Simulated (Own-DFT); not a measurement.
## Calculated data, Si₁₂O₂₃ (quartz with two neutral oxygen vacancies, atoms displaced)

A calculation, not a measurement: plane-wave PBE and HSE06 DFT by an unreviewed code, no spin, of a simulated cell at Gamma alone, so results move with cell size and shape, stress positive in tension, energies less offsets, not probed for a lower state with spin; oxygen file: force components 24 meV/angstrom off all-electron in a glass; k mesh not checked against a denser one; forces and stress are PBE's, HSE06 gives the energy alone, and its difference from PBE has offsets of its own; offsets are fitted by least squares, one for each functional and potential file, so energies compare only between cells with the same atoms and settings and are not formation energies; the far tail of each file's local potential was reset to the Coulomb form; each entry is a single point on an unrelaxed cell, so the pressure reflects the starting lattice, mostly measured values (interpolated for alloys), from which strain is counted, and rises with the displacements; printed positions are rounded, which can move forces by about a meV/angstrom; the program, named Own-DFT, is a retired in-house code; no spin-orbit coupling. Program: Own-DFT development build.

Settings shared by all entries: first functional PBE; second functional HSE06; exact exchange share 0.25; screening 0.11 1/bohr; exchange divergence Gygi-Baldereschi; potential files PseudoDojo norm-conserving, scalar-relativistic, made for PBE, standard set; wave cutoff 48 hartree; occupations fixed; k mesh 1 x 1 x 1 centred on Gamma.

```yaml
- entry: 1
  formula: Si12O23
  kind: "quartz with two neutral oxygen vacancies, atoms displaced"
  structure:
    cell_angstrom: [[9.8268, 0.0, 0.0], [-4.9134, 8.5103, 0.0], [0.0, 0.0, 10.8104]]
    atoms_fractional:
      - [Si, 0.22884, 0.98021, 0.00437]
      - [Si, 0.00084, 0.23214, 0.31767]
      - [Si, 0.26719, 0.27039, 0.16043]
      - [O, 0.21513, 0.15022, 0.05661]
      - [O, 0.43128, 0.30175, 0.22788]
      - [O, 0.37244, 0.08652, 0.38895]
      - [O, 0.08109, 0.37815, 0.43957]
      - [O, 0.13016, 0.20597, 0.29383]
      - [O, 0.29586, 0.44273, 0.10068]
      - [Si, 0.24036, 0.00953, 0.50524]
      - [Si, 0.01784, 0.24504, 0.81484]
      - [Si, 0.27001, 0.28449, 0.67831]
      - [O, 0.19063, 0.12399, 0.56391]
      - [O, 0.36812, 0.0876, 0.90657]
      - [O, 0.08556, 0.37338, 0.94429]
      - [O, 0.13421, 0.20251, 0.76862]
      - [Si, 0.23119, 0.49595, 0.99806]
      - [Si, 0.98796, 0.73289, 0.3451]
      - [Si, 0.25468, 0.76192, 0.17982]
      - [O, 0.20575, 0.63471, 0.06288]
      - [O, 0.40873, 0.78984, 0.22764]
      - [O, 0.36774, 0.58134, 0.39594]
      - [O, 0.06821, 0.86479, 0.44356]
      - [O, 0.14796, 0.71782, 0.2825]
      - [O, 0.29563, 0.92423, 0.10399]
      - [Si, 0.2317, 0.49434, 0.50779]
      - [Si, 0.01851, 0.74754, 0.83611]
      - [Si, 0.25705, 0.75929, 0.66532]
      - [O, 0.20028, 0.62655, 0.56972]
      - [O, 0.42523, 0.79049, 0.72364]
      - [O, 0.37426, 0.58712, 0.90023]
      - [O, 0.07546, 0.86928, 0.9413]
      - [O, 0.13065, 0.71386, 0.77587]
      - [O, 0.29874, 0.93384, 0.60613]
      - [Si, 0.72748, 0.98415, 0.98327]
      - [Si, 0.49458, 0.24251, 0.32151]
      - [Si, 0.75768, 0.25926, 0.17294]
      - [O, 0.71707, 0.1348, 0.06472]
      - [O, 0.92626, 0.29025, 0.22605]
      - [O, 0.88016, 0.07349, 0.39611]
      - [O, 0.57822, 0.36859, 0.44285]
      - [O, 0.64681, 0.21476, 0.2772]
      - [O, 0.79698, 0.42968, 0.10162]
      - [Si, 0.73681, 0.99358, 0.50026]
      - [Si, 0.50083, 0.23131, 0.83026]
      - [Si, 0.75852, 0.25973, 0.65542]
      - [O, 0.70476, 0.12768, 0.56185]
      - [O, 0.92153, 0.28382, 0.72955]
      - [O, 0.87457, 0.08097, 0.88244]
      - [O, 0.57761, 0.36853, 0.93417]
      - [O, 0.63767, 0.21054, 0.76261]
      - [O, 0.77852, 0.4349, 0.6135]
      - [Si, 0.74186, 0.50888, 0.0076]
      - [Si, 0.5112, 0.72895, 0.33081]
      - [Si, 0.75808, 0.75465, 0.17133]
      - [O, 0.70963, 0.64226, 0.05752]
      - [O, 0.92774, 0.80592, 0.23638]
      - [O, 0.85397, 0.56527, 0.4029]
      - [O, 0.57492, 0.8653, 0.43702]
      - [O, 0.63899, 0.70969, 0.2785]
      - [O, 0.79832, 0.92664, 0.08774]
      - [Si, 0.73099, 0.4992, 0.50265]
      - [Si, 0.49443, 0.73128, 0.83718]
      - [Si, 0.75825, 0.75668, 0.65983]
      - [O, 0.70598, 0.64188, 0.5607]
      - [O, 0.94607, 0.80655, 0.73809]
      - [O, 0.85214, 0.56319, 0.9025]
      - [O, 0.57586, 0.85657, 0.93579]
      - [O, 0.63155, 0.70002, 0.77618]
      - [O, 0.79342, 0.92906, 0.59723]
  results:
    "PBE_energy_of_cell_above_offsets [eV]": "-5.383"
    "HSE06_less_PBE_above_offsets [eV]": "0.387"
    "PBE_pressure [GPa]": 13.66
    "PBE_stress_xx [GPa]": -16.6
    "PBE_stress_yy [GPa]": -8.24
    "PBE_stress_zz [GPa]": -16.14
    "PBE_stress_yz [GPa]": -1.4
    "PBE_stress_xz [GPa]": 0.87
    "PBE_stress_xy [GPa]": -1.77
    force_element: [Si, Si, Si, O, O, O, O, O, O, Si, Si, Si, O, O, O, O, Si, Si, Si, O, O, O, O, O, O, Si, Si, Si, O, O, O, O, O, O, Si, Si, Si, O, O, O, O, O, O, Si, Si, Si, O, O, O, O, O, O, Si, Si, Si, O, O, O, O, O, O, Si, Si, Si, O, O, O, O, O, O]
    "force_x [eV/angstrom]": [-0.704, -5.714, -2.023, 0.836, -5.131, -1.289, -2.383, 11.38, 4.887, -0.879, -5.035, 5.274, -0.354, 0.348, -4.217, 1.72, -0.225, 2.773, 2.409, -0.701, 8.939, 0.272, 1.096, -9.376, 1.584, 2.88, -8.401, 1.288, -0.419, -0.486, -1.803, -1.944, 7.422, 1.312, 3.76, 7.315, 4.22, -0.056, -2.228, -1.578, -2.304, -6.261, 1.713, -2.63, -1.315, 1.685, 0.188, -3.902, -0.582, -0.165, -2.38, 3.191, -4.148, -10.32, 1.799, -0.86, -0.17, 3.678, 0.054, 3.867, 1.803, -3.532, 2.049, 1.131, 0.806, -5.265, 5.827, -3.406, 0.119, 4.558]
    "force_y [eV/angstrom]": [7.985, 0.683, 2.491, -4.305, 2.923, -2.098, -3.19, 0.077, -4.221, -0.662, -1.503, 0.968, 2.944, -2.022, -6.93, -2.454, 8.506, -0.445, 0.171, 0.046, 0.488, -1.42, 1.905, -2.774, -1.23, 0.385, -4.759, 3.918, -1.548, -0.086, -5.143, -0.423, -1.809, -2.05, 9.106, -1.433, 2.641, -2.262, 1.733, -0.21, -2.294, -1.29, -2.49, 3.685, 2.092, 4.343, -2.014, 2.324, -0.627, 0.67, -1.411, -2.635, -3.744, 2.556, 5.826, -1.101, -1.203, 3.287, -0.106, -1.835, -3.184, 0.21, 1.264, 7.517, -5.717, -0.071, 6.053, -0.327, 0.52, -4.292]
    "force_z [eV/angstrom]": [-0.75, 8.313, 3.107, -2.004, -5.811, 1.359, -2.519, -6.051, 6.104, -2.749, 8.857, -5.807, 1.676, -0.551, -6.125, 1.433, 0.734, -2.023, -9.664, -0.071, 3.48, 1.002, 2.049, 7.84, 3.272, 0.449, 3.064, 1.48, -1.56, 0.302, 1.575, 1.364, -2.874, 1.287, 2.616, 7.448, -6.848, -1.919, -2.541, 0.152, -2.293, 5.064, 4.251, -5.633, -0.196, 2.214, -2.951, -4.565, 0.453, 0.9, 2.291, 2.772, -0.671, 2.213, -3.354, 0.269, -0.329, -4.576, -0.444, -1.08, 3.661, 1.959, -6.446, 8.529, -6.064, -4.17, -6.632, 0.57, -1.016, 6.177]
- entry: 2
  formula: Si12O23
  kind: "quartz with two neutral oxygen vacancies, atoms displaced"
  structure:
    cell_angstrom: [[9.8268, 0.0, 0.0], [-4.9134, 8.5103, 0.0], [0.0, 0.0, 10.8104]]
    atoms_fractional:
      - [Si, 0.22504, 0.98777, 0.99927]
      - [Si, 0.00436, 0.24031, 0.32467]
      - [Si, 0.26947, 0.27032, 0.17479]
      - [O, 0.20678, 0.11903, 0.05939]
      - [O, 0.41829, 0.29474, 0.22148]
      - [O, 0.37526, 0.0753, 0.38772]
      - [O, 0.06385, 0.36099, 0.44141]
      - [O, 0.11787, 0.19063, 0.28072]
      - [Si, 0.23572, 0.99259, 0.50085]
      - [Si, 0.99974, 0.23354, 0.82903]
      - [Si, 0.27391, 0.28336, 0.67412]
      - [O, 0.21724, 0.14552, 0.55534]
      - [O, 0.42528, 0.29071, 0.72999]
      - [O, 0.3542, 0.06866, 0.8929]
      - [O, 0.0607, 0.35558, 0.94083]
      - [O, 0.1288, 0.21367, 0.77182]
      - [O, 0.29694, 0.44586, 0.60492]
      - [Si, 0.23124, 0.49569, 0.00832]
      - [Si, 0.99064, 0.72487, 0.33344]
      - [Si, 0.27458, 0.76904, 0.16641]
      - [O, 0.41821, 0.79143, 0.22681]
      - [O, 0.36441, 0.58111, 0.39352]
      - [O, 0.06516, 0.86572, 0.43711]
      - [O, 0.13781, 0.70926, 0.27423]
      - [O, 0.29599, 0.91577, 0.10534]
      - [Si, 0.2477, 0.51923, 0.51024]
      - [Si, 0.99658, 0.73408, 0.83606]
      - [Si, 0.26256, 0.76823, 0.66283]
      - [O, 0.19084, 0.62864, 0.56123]
      - [O, 0.4235, 0.80065, 0.72357]
      - [O, 0.37129, 0.56724, 0.88735]
      - [O, 0.07523, 0.86502, 0.94864]
      - [O, 0.13619, 0.71089, 0.76921]
      - [O, 0.29349, 0.93298, 0.60299]
      - [Si, 0.71915, 0.98892, 0.98441]
      - [Si, 0.49935, 0.23766, 0.3395]
      - [Si, 0.76993, 0.27363, 0.15994]
      - [O, 0.69521, 0.12483, 0.0508]
      - [O, 0.92915, 0.28959, 0.21714]
      - [O, 0.86624, 0.07068, 0.3917]
      - [O, 0.56311, 0.35456, 0.43172]
      - [O, 0.63441, 0.20446, 0.25699]
      - [O, 0.78616, 0.42681, 0.10331]
      - [Si, 0.71626, 0.99113, 0.51657]
      - [Si, 0.50842, 0.24535, 0.83793]
      - [Si, 0.77699, 0.27818, 0.65928]
      - [O, 0.69972, 0.11902, 0.56044]
      - [O, 0.93996, 0.30189, 0.72462]
      - [O, 0.8651, 0.08063, 0.88518]
      - [O, 0.5693, 0.37083, 0.9583]
      - [O, 0.63755, 0.20647, 0.7751]
      - [O, 0.79446, 0.44115, 0.59857]
      - [Si, 0.73202, 0.49878, 0.01044]
      - [Si, 0.49803, 0.73509, 0.33008]
      - [Si, 0.76142, 0.764, 0.16859]
      - [O, 0.70199, 0.63004, 0.05842]
      - [O, 0.91802, 0.79389, 0.22421]
      - [O, 0.86715, 0.58679, 0.39509]
      - [O, 0.58082, 0.88599, 0.44326]
      - [O, 0.63581, 0.70538, 0.2694]
      - [O, 0.79345, 0.92782, 0.09818]
      - [Si, 0.73312, 0.50307, 0.48784]
      - [Si, 0.50432, 0.73687, 0.82978]
      - [Si, 0.7619, 0.76747, 0.66751]
      - [O, 0.71018, 0.62877, 0.55717]
      - [O, 0.92286, 0.78485, 0.72554]
      - [O, 0.87309, 0.5648, 0.8945]
      - [O, 0.57616, 0.85545, 0.93276]
      - [O, 0.62343, 0.72182, 0.76611]
      - [O, 0.79448, 0.93381, 0.60137]
  results:
    "PBE_energy_of_cell_above_offsets [eV]": "-7.538"
    "HSE06_less_PBE_above_offsets [eV]": "0.421"
    "PBE_pressure [GPa]": 11.61
    "PBE_stress_xx [GPa]": -15.82
    "PBE_stress_yy [GPa]": -9.52
    "PBE_stress_zz [GPa]": -9.5
    "PBE_stress_yz [GPa]": -0.06
    "PBE_stress_xz [GPa]": -3.71
    "PBE_stress_xy [GPa]": 0.77
    force_element: [Si, Si, Si, O, O, O, O, O, Si, Si, Si, O, O, O, O, O, O, Si, Si, Si, O, O, O, O, O, Si, Si, Si, O, O, O, O, O, O, Si, Si, Si, O, O, O, O, O, O, Si, Si, Si, O, O, O, O, O, O, Si, Si, Si, O, O, O, O, O, O, Si, Si, Si, O, O, O, O, O, O]
    "force_x [eV/angstrom]": [5.514, -4.608, -9.627, -2.301, 8.913, -1.697, 1.724, 6.837, -5.005, -2.431, -1.458, 0.611, 0.852, 2.292, 1.064, 5.209, 5.157, 0.45, 3.419, -5.072, 7.242, 0.573, 1.226, -1.222, -1.665, -5.142, 1.928, 0.108, -1.481, 1.556, -0.992, -4.711, -2.146, 3.313, 5.191, 1.349, 2.251, -0.075, -1.421, -1.406, 1.867, -3.722, 3.981, 8.469, -0.464, -0.157, -6.345, -3.394, -1.41, -1.251, 0.198, 1.865, -0.586, 1.45, -0.233, -1.213, 4.086, -1.059, -5.61, -4.31, -0.563, -1.964, -10.84, 1.054, -2.811, -1.515, -1.472, -3.472, 9.787, 5.314]
    "force_y [eV/angstrom]": [4.613, -2.531, -2.798, 3.784, 1.116, -3.614, 3.323, 0.131, 4.713, 1.493, -2.697, 0.367, 1.514, 2.314, 2.697, -0.267, -3.723, -0.319, 8.893, -5.968, 1.082, -0.167, 0.543, -0.602, 3.591, -3.321, -0.705, 0.507, 2.338, -0.205, -0.349, -6.676, -0.124, -2.435, 7.064, -7.014, -4.533, 1.278, 1.474, 0.327, 10.49, 0.242, -0.539, 2.567, -2.809, -1.827, 10.84, 0.99, -3.658, -2.892, 1.413, -2.803, 3.102, 3.085, 2.726, 2.07, -0.551, -6.047, -9.238, -1.34, -1.038, -2.811, -3.247, 0.304, 2.772, 0.647, -0.122, -1.414, -1.537, -4.494]
    "force_z [eV/angstrom]": [2.781, 5.705, -5.599, 3.286, 4.861, 2.0, 1.188, -3.587, -5.08, 2.312, -3.3, 1.086, 0.227, -2.039, 1.843, -2.249, 6.027, 0.363, -5.018, -1.986, 3.287, 0.088, 0.638, 0.312, -2.687, -7.564, 0.689, 0.526, 0.535, 0.662, 0.945, -4.063, 1.743, 3.71, 5.203, -12.49, -1.301, 0.427, -1.886, 0.908, 8.786, 3.499, 4.135, -7.629, 2.378, 0.951, 5.731, -3.076, 0.668, -3.292, -0.933, 1.336, -6.128, 1.231, -5.154, 1.124, 2.083, 0.455, -6.605, 3.642, -0.395, 1.916, 0.973, -2.258, 1.807, -0.301, 1.068, 0.901, -5.213, 5.797]
- entry: 3
  formula: Si12O23
  kind: "quartz with two neutral oxygen vacancies, atoms displaced"
  structure:
    cell_angstrom: [[9.8268, 0.0, 0.0], [-4.9134, 8.5103, 0.0], [0.0, 0.0, 10.8104]]
    atoms_fractional:
      - [Si, 0.23326, 0.9962, 0.99572]
      - [Si, 0.00063, 0.23535, 0.32833]
      - [Si, 0.25993, 0.25801, 0.16533]
      - [O, 0.2144, 0.13628, 0.06623]
      - [O, 0.43274, 0.29709, 0.22572]
      - [O, 0.36147, 0.07169, 0.38631]
      - [O, 0.08126, 0.37653, 0.43932]
      - [O, 0.12505, 0.20431, 0.26795]
      - [O, 0.29492, 0.41809, 0.10222]
      - [Si, 0.24327, 0.0025, 0.49262]
      - [Si, 0.98798, 0.22399, 0.83171]
      - [Si, 0.25993, 0.26205, 0.67428]
      - [O, 0.18822, 0.10308, 0.54265]
      - [O, 0.42046, 0.27901, 0.72927]
      - [O, 0.38212, 0.05243, 0.89851]
      - [O, 0.06568, 0.36057, 0.9378]
      - [O, 0.12879, 0.19841, 0.78246]
      - [O, 0.28769, 0.41131, 0.61138]
      - [Si, 0.24051, 0.50717, 0.00029]
      - [Si, 0.99357, 0.7451, 0.33872]
      - [Si, 0.26404, 0.75445, 0.16691]
      - [O, 0.20347, 0.61723, 0.05707]
      - [O, 0.42506, 0.78651, 0.22225]
      - [O, 0.36772, 0.57974, 0.39209]
      - [O, 0.07738, 0.85258, 0.43647]
      - [O, 0.14322, 0.72203, 0.26956]
      - [O, 0.3089, 0.92537, 0.11313]
      - [Si, 0.22887, 0.49244, 0.50441]
      - [Si, 0.98851, 0.72489, 0.83714]
      - [Si, 0.26872, 0.75741, 0.66358]
      - [O, 0.21638, 0.63489, 0.55111]
      - [O, 0.42369, 0.79414, 0.72096]
      - [O, 0.38095, 0.57969, 0.9023]
      - [O, 0.08083, 0.86247, 0.9385]
      - [O, 0.13723, 0.71257, 0.76036]
      - [O, 0.31098, 0.9203, 0.6141]
      - [Si, 0.73382, 0.01035, 0.01149]
      - [Si, 0.48391, 0.22802, 0.33841]
      - [Si, 0.75719, 0.25104, 0.17439]
      - [O, 0.937, 0.28158, 0.22289]
      - [O, 0.87606, 0.07049, 0.38631]
      - [O, 0.57376, 0.37072, 0.4424]
      - [O, 0.63084, 0.20548, 0.28054]
      - [O, 0.79474, 0.42136, 0.12605]
      - [Si, 0.72683, 0.99464, 0.49167]
      - [Si, 0.50102, 0.22805, 0.83314]
      - [Si, 0.77222, 0.26139, 0.67124]
      - [O, 0.70235, 0.10847, 0.57145]
      - [O, 0.92537, 0.29371, 0.72674]
      - [O, 0.86098, 0.06122, 0.90555]
      - [O, 0.56254, 0.34257, 0.94359]
      - [O, 0.62707, 0.19199, 0.77301]
      - [O, 0.77785, 0.43432, 0.60663]
      - [Si, 0.72126, 0.49022, 0.01277]
      - [Si, 0.5013, 0.73953, 0.32281]
      - [Si, 0.76702, 0.7641, 0.17541]
      - [O, 0.71359, 0.62884, 0.04447]
      - [O, 0.92344, 0.79861, 0.22908]
      - [O, 0.85943, 0.55698, 0.38226]
      - [O, 0.58083, 0.86805, 0.43957]
      - [O, 0.64276, 0.71097, 0.27052]
      - [O, 0.77386, 0.92573, 0.11089]
      - [Si, 0.7314, 0.49815, 0.50459]
      - [Si, 0.4988, 0.74078, 0.85424]
      - [Si, 0.76825, 0.76047, 0.66172]
      - [O, 0.69381, 0.64121, 0.55984]
      - [O, 0.93929, 0.81111, 0.72382]
      - [O, 0.86145, 0.57853, 0.8837]
      - [O, 0.62045, 0.70127, 0.7675]
      - [O, 0.80092, 0.94388, 0.60727]
  results:
    "PBE_energy_of_cell_above_offsets [eV]": "-6.759"
    "HSE06_less_PBE_above_offsets [eV]": "0.691"
    "PBE_pressure [GPa]": 10.99
    "PBE_stress_xx [GPa]": -11.67
    "PBE_stress_yy [GPa]": -11.76
    "PBE_stress_zz [GPa]": -9.54
    "PBE_stress_yz [GPa]": -0.17
    "PBE_stress_xz [GPa]": -0.76
    "PBE_stress_xy [GPa]": 0.27
    force_element: [Si, Si, Si, O, O, O, O, O, O, Si, Si, Si, O, O, O, O, O, O, Si, Si, Si, O, O, O, O, O, O, Si, Si, Si, O, O, O, O, O, O, Si, Si, Si, O, O, O, O, O, Si, Si, Si, O, O, O, O, O, O, Si, Si, Si, O, O, O, O, O, O, Si, Si, Si, O, O, O, O, O]
    "force_x [eV/angstrom]": [4.415, 1.873, 0.764, 1.045, -1.673, 0.554, -3.031, 3.697, -0.787, 4.203, 1.201, 1.568, -5.607, -1.002, -1.687, 1.095, 0.423, -1.653, 4.014, 2.416, -1.632, -5.588, 0.4, 0.442, 1.687, -3.493, -1.995, 4.848, 4.858, -1.371, -1.363, 5.754, -1.339, -1.705, -4.132, -3.699, -4.914, 4.373, 2.626, -6.464, -1.935, -1.892, -0.948, -1.904, 8.097, -0.087, -7.063, -3.438, 3.507, 1.267, 1.104, 2.056, 6.496, 6.301, 2.045, -0.927, -5.055, 2.593, -0.768, -4.289, -4.524, 3.488, -3.837, 2.567, -2.953, 1.948, -0.154, -3.579, 0.924, 1.842]
    "force_y [eV/angstrom]": [1.171, -0.446, 3.612, -5.228, -0.138, -3.255, -4.916, -0.543, 1.678, -8.729, -0.02, -5.24, 8.145, 0.237, 1.291, 1.31, -0.384, 3.299, -9.398, -9.282, 1.302, 6.819, 1.117, -0.496, 6.254, -1.485, 0.985, 3.188, 7.568, -0.752, 0.327, -0.594, -4.246, -1.164, -2.04, 5.637, 0.675, 6.27, -1.176, 2.158, -1.135, -2.553, -0.895, 1.897, 3.181, -4.115, -1.69, 6.216, 1.166, 2.03, 3.95, 1.129, -5.532, -7.285, -2.302, 1.653, 8.451, 1.205, 2.327, -5.8, -2.357, -3.579, 4.821, 6.674, 6.501, -4.807, -1.385, -8.713, 0.659, -3.225]
    "force_z [eV/angstrom]": [2.861, 6.17, 3.503, -4.791, -0.522, -0.538, -2.952, -0.481, -0.731, 3.269, 3.004, -0.546, 6.158, -0.867, -0.211, 0.237, -0.866, -2.23, -3.224, -6.21, -2.413, 4.631, -1.94, 0.223, 6.958, 2.406, -2.501, -0.599, -6.349, -0.907, 0.847, 4.769, 1.286, 0.088, 3.758, -5.492, -1.328, -1.948, -1.48, -5.103, 1.52, -1.167, 1.362, -3.042, 2.132, -0.348, -3.836, 2.165, 0.969, -2.63, 3.316, -1.129, 7.686, -3.808, 5.378, -8.381, 5.455, 0.12, 1.081, -4.801, 4.147, 3.631, -6.769, -5.352, 4.648, -4.757, 0.709, 4.848, 0.369, 0.538]
- entry: 4
  formula: Si12O23
  kind: "quartz with two neutral oxygen vacancies, atoms displaced"
  structure:
    cell_angstrom: [[9.8268, 0.0, 0.0], [-4.9134, 8.5103, 0.0], [0.0, 0.0, 10.8104]]
    atoms_fractional:
      - [Si, 0.23451, 0.98255, 0.99332]
      - [Si, 0.01056, 0.23123, 0.32543]
      - [Si, 0.2583, 0.27413, 0.16745]
      - [O, 0.21378, 0.13115, 0.05744]
      - [O, 0.41717, 0.28498, 0.22051]
      - [O, 0.36441, 0.08169, 0.38686]
      - [O, 0.07776, 0.36603, 0.43854]
      - [O, 0.13411, 0.2125, 0.26882]
      - [O, 0.29855, 0.43043, 0.09518]
      - [Si, 0.24835, 0.99924, 0.50112]
      - [Si, 0.0127, 0.2544, 0.84012]
      - [Si, 0.28338, 0.26839, 0.66]
      - [O, 0.19628, 0.12813, 0.57052]
      - [O, 0.42558, 0.2882, 0.7313]
      - [O, 0.35891, 0.06549, 0.90152]
      - [O, 0.06824, 0.36907, 0.94959]
      - [O, 0.13044, 0.20508, 0.777]
      - [O, 0.28395, 0.41007, 0.60296]
      - [Si, 0.25565, 0.50717, 0.99597]
      - [Si, 0.00762, 0.73567, 0.32424]
      - [Si, 0.25566, 0.77454, 0.17673]
      - [O, 0.20169, 0.62511, 0.04898]
      - [O, 0.43808, 0.8017, 0.2196]
      - [O, 0.38319, 0.58555, 0.39429]
      - [O, 0.06026, 0.8577, 0.44272]
      - [O, 0.12656, 0.7079, 0.2664]
      - [O, 0.29009, 0.9239, 0.10872]
      - [Si, 0.24277, 0.4911, 0.50031]
      - [Si, 0.99291, 0.73289, 0.82098]
      - [Si, 0.26089, 0.75463, 0.66887]
      - [O, 0.21719, 0.64009, 0.56482]
      - [O, 0.42852, 0.80225, 0.72472]
      - [O, 0.3673, 0.57999, 0.89671]
      - [O, 0.05893, 0.85622, 0.93013]
      - [O, 0.29504, 0.92172, 0.61449]
      - [Si, 0.74065, 0.99752, 0.99355]
      - [Si, 0.5007, 0.22905, 0.33416]
      - [Si, 0.7598, 0.25824, 0.16955]
      - [O, 0.71429, 0.15374, 0.05777]
      - [O, 0.9292, 0.28176, 0.21964]
      - [O, 0.87621, 0.08446, 0.40608]
      - [O, 0.5747, 0.3594, 0.45086]
      - [O, 0.64461, 0.21946, 0.27891]
      - [O, 0.7868, 0.42612, 0.1071]
      - [Si, 0.73834, 0.98925, 0.5036]
      - [Si, 0.4985, 0.24021, 0.84036]
      - [Si, 0.76659, 0.25848, 0.66414]
      - [O, 0.69424, 0.12168, 0.53854]
      - [O, 0.93462, 0.30518, 0.71951]
      - [O, 0.86322, 0.06143, 0.89017]
      - [O, 0.56458, 0.35781, 0.93526]
      - [O, 0.6375, 0.21056, 0.77751]
      - [O, 0.80399, 0.44977, 0.60468]
      - [Si, 0.73341, 0.49545, 0.00488]
      - [Si, 0.49544, 0.74798, 0.34762]
      - [Si, 0.75121, 0.76947, 0.1674]
      - [O, 0.69711, 0.62352, 0.05925]
      - [O, 0.92214, 0.79632, 0.22856]
      - [O, 0.87437, 0.57359, 0.40882]
      - [O, 0.57523, 0.87282, 0.44038]
      - [O, 0.64429, 0.70612, 0.27412]
      - [O, 0.79755, 0.93275, 0.11107]
      - [Si, 0.73565, 0.52512, 0.49087]
      - [Si, 0.49188, 0.74431, 0.83395]
      - [Si, 0.76485, 0.75706, 0.67094]
      - [O, 0.6919, 0.62697, 0.55867]
      - [O, 0.93029, 0.78192, 0.70747]
      - [O, 0.57668, 0.86485, 0.94604]
      - [O, 0.62595, 0.70658, 0.7671]
      - [O, 0.77309, 0.91487, 0.60452]
  results:
    "PBE_energy_of_cell_above_offsets [eV]": "-5.165"
    "HSE06_less_PBE_above_offsets [eV]": "0.676"
    "PBE_pressure [GPa]": 11.8
    "PBE_stress_xx [GPa]": -10.49
    "PBE_stress_yy [GPa]": -9.56
    "PBE_stress_zz [GPa]": -15.35
    "PBE_stress_yz [GPa]": 2.53
    "PBE_stress_xz [GPa]": 1.62
    "PBE_stress_xy [GPa]": -0.61
    force_element: [Si, Si, Si, O, O, O, O, O, O, Si, Si, Si, O, O, O, O, O, O, Si, Si, Si, O, O, O, O, O, O, Si, Si, Si, O, O, O, O, O, Si, Si, Si, O, O, O, O, O, O, Si, Si, Si, O, O, O, O, O, O, Si, Si, Si, O, O, O, O, O, O, Si, Si, Si, O, O, O, O, O]
    "force_x [eV/angstrom]": [-7.758, -9.342, 5.687, -0.779, 1.878, -1.178, 0.701, 4.917, 3.076, -4.753, -0.65, -4.21, 2.496, 1.502, 4.924, 1.17, 1.697, 0.665, -10.18, -10.16, 9.756, -0.962, -2.272, -2.091, 3.114, 2.509, -0.225, -3.528, 3.646, -4.198, 2.156, 0.992, 4.637, 1.416, -0.613, -1.906, -0.625, 2.407, 1.528, -0.844, 1.604, -1.004, -0.768, 2.463, -3.304, 2.247, -3.309, -0.74, 1.583, 1.887, 0.993, -0.335, 0.293, -1.036, 3.182, 6.442, -1.597, 0.465, 4.113, -0.415, -6.722, -1.137, 3.146, 3.692, -2.777, -4.693, -1.285, -1.562, -1.207, 5.186]
    "force_y [eV/angstrom]": [0.455, 0.724, -2.84, 0.106, 0.437, -4.677, 0.441, -1.916, -1.941, -1.526, -4.603, -3.425, -3.593, 1.078, 3.992, 1.997, 1.416, 3.134, -1.996, 0.279, -2.878, 3.562, -0.591, -5.281, 2.426, -3.683, 1.645, 3.014, -4.548, 2.327, -5.746, 0.564, 3.2, 2.441, 2.099, 2.68, 6.866, 4.332, -5.977, 0.366, -0.438, -0.408, -1.4, -1.755, 5.76, -8.231, 2.643, 3.181, -0.695, 3.495, 7.161, -0.445, -3.152, 1.787, -0.874, -1.489, 2.503, -0.352, 3.594, 2.335, -1.446, 1.879, -9.373, -0.594, 0.615, 4.985, 1.553, -1.021, -0.156, -4.026]
    "force_z [eV/angstrom]": [3.752, 5.722, -5.185, 0.688, 2.057, 1.862, -0.937, -0.588, 4.328, 1.536, -3.542, 4.252, -3.513, -0.268, -6.009, 1.437, -1.135, 0.333, 2.951, 5.701, -6.981, 3.421, 1.351, 2.686, 0.344, 1.835, -0.183, -1.865, 1.866, 4.897, -5.361, 0.537, -7.102, 2.194, -1.883, 3.912, -1.445, 0.615, -4.863, -0.065, -1.724, -1.812, 1.356, 3.303, -4.998, -5.125, -3.268, 4.141, 1.722, -2.683, 7.319, -0.269, 1.28, -4.772, -8.901, -3.746, 1.343, -0.687, -6.442, 2.575, 6.337, -1.323, 2.264, -0.239, -2.268, 3.102, -1.713, -0.445, 1.777, 6.537]
```
